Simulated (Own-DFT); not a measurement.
# How strain changes the stress of hcp Hf, 36 atoms (Hf36)

All numbers below are calculated, not measured. They come from Own-DFT, an in-house plane-wave density functional program, since retired, whose code no person has reviewed. Each row is one single-point run on a periodic cell that was not relaxed, without spin or spin-orbit coupling.

Settings of every run: PBE; PseudoDojo norm-conserving scalar-relativistic files; cutoff 42 hartree; 4 x 4 x 4 k mesh centred on Gamma; cold (Marzari-Vanderbilt) smearing of 0.2 eV.

Known limits: hafnium file: forces about 75 meV/angstrom off all-electron values; forces on such cells passed a denser k mesh, each cell not checked; stress not checked against mesh or cutoff.

Unstrained cell vectors in Å: (9.589, 0.000, 0.000); (-4.795, 8.304, 0.000); (0.000, 0.000, 10.102). The unstrained cell has measured lattice constants (interpolated for alloys), not those of this functional. That, the random moves and any unrelaxed bonds set the pressure at no strain. Each run strains this cell uniformly, with the atoms carried along. Every atom was also moved at random, by a Gaussian of width 0.05 Å on each axis. Strain is the symmetric tensor, in per cent. Stress is positive in tension, and the pressure is minus a third of its trace.

```
run  e_xx (%)  e_yy (%)  e_zz (%)  e_yz (%)  e_xz (%)  e_xy (%)  s_xx (GPa)  s_yy (GPa)  s_zz (GPa)  s_yz (GPa)  s_xz (GPa)  s_xy (GPa)  P (GPa)  E (meV/atom)
  1     -0.73     -1.76     -0.60      1.60     -1.57      1.66       -4.59       -5.88       -4.65        1.71       -1.66        2.43     5.04          22.8
  2     -1.67      1.51      1.09      0.05     -1.77     -0.82       -3.09        1.66        0.41        0.04       -1.89       -0.74     0.34           7.0
  3     -0.29      0.16      0.32      1.62      0.80     -0.63       -1.47       -1.02       -1.03        1.63        0.81       -0.84     1.17           4.1
  4      0.20      0.01     -0.27     -0.84     -0.61     -1.56       -1.03       -1.61       -1.89       -0.90       -0.74       -2.22     1.51           5.7
  5      1.98      1.60     -1.87      1.54     -2.00     -0.89        1.95        1.69       -3.00        1.54       -2.05       -1.01    -0.21          16.4
  6     -0.38     -1.29     -0.01     -0.95      1.39      0.50       -2.90       -4.13       -2.94       -0.93        1.35        1.02     3.32          13.8
  7      1.92     -1.80     -1.23      1.62     -1.04     -1.50        0.06       -4.83       -4.40        1.64       -0.71       -1.99     3.06          27.5
  8      0.99      1.87      1.21     -1.85     -0.33     -1.17        2.04        3.76        2.56       -1.70       -0.41       -1.38    -2.79          14.5
  9      1.59     -0.72      0.41      0.36      0.81     -0.30        1.50       -1.41       -0.22        0.35        0.72       -0.31     0.04           2.0
 10      1.47     -0.42      1.77     -1.98      0.50     -1.75        2.44       -0.27        2.52       -1.81        0.25       -2.16    -1.57          11.9
 11      0.28     -1.75      1.89      1.22      0.66      1.83       -0.42       -3.50        1.02        1.09        0.49        2.88     0.97          16.9
 12     -0.26      0.38     -0.08     -0.32      0.33     -1.25       -1.56       -0.79       -1.69       -0.30        0.32       -1.66     1.35           0.0
 13      1.58     -0.25     -0.41      1.07      1.39     -1.97        1.33       -1.34       -1.56        1.21        1.33       -2.68     0.52          13.8
 14      1.55      1.64      1.44     -0.62      1.36      1.19        3.50        3.34        3.35       -0.60        1.32        0.99    -3.40          10.1
 15     -1.47     -1.08     -1.53     -0.71     -0.44      1.95       -6.57       -5.91       -6.84       -0.72       -0.48        2.57     6.44          29.3
 16      0.07     -1.62      0.22      0.86     -1.46      1.38           ?           ?           ?           ?           ?           ?        ?             ?
```

E is the free energy for each atom above the lowest run shown.

## Worked fit

Each stress component was fitted by least squares to a constant and the strains of the runs shown, as fractions, with shears doubled. Shear strains stay in the fit of a normal stress only where such slopes are resolved. The slopes, in GPa:

| stress | at no strain | per e_xx | per e_yy | per e_zz | scatter |
|---|---|---|---|---|---|
| s_xx | -1.5 | 196 ± 6 | 59 ± 5 | 77 ± 6 | 0.25 |
| s_yy | -1.4 | 57 ± 5 | 202 ± 5 | 71 ± 5 | 0.22 |
| s_zz | -1.7 | 68 ± 3 | 72 ± 3 | 203 ± 4 | 0.15 |

Each shear stress against twice its own strain: yz 49 ± 1, xz 51 ± 2, xy 65 ± 3 GPa. These are stiffnesses along x, y and z of the frame in which the cell vectors are given, which need not be the crystal's axes. The atoms are held to the strained lattice; where symmetry lets them move under strain, relaxing them would lower some slopes. The table should be nearly symmetric about its diagonal, and what it lacks of that shows the noise. A ninth of its sum, 112 ± 2 GPa, estimates the bulk modulus near the mean pressure of these runs, 1.1 GPa.

## Withheld run

Question: what normal stresses and pressure should run 16 give?

The fit gives s_xx = -2.1, s_yy = -4.5, s_zz = -2.4 and P = 3.0 GPa. The calculation gave -2.35, -4.56, -2.31 and P = 3.07 GPa.
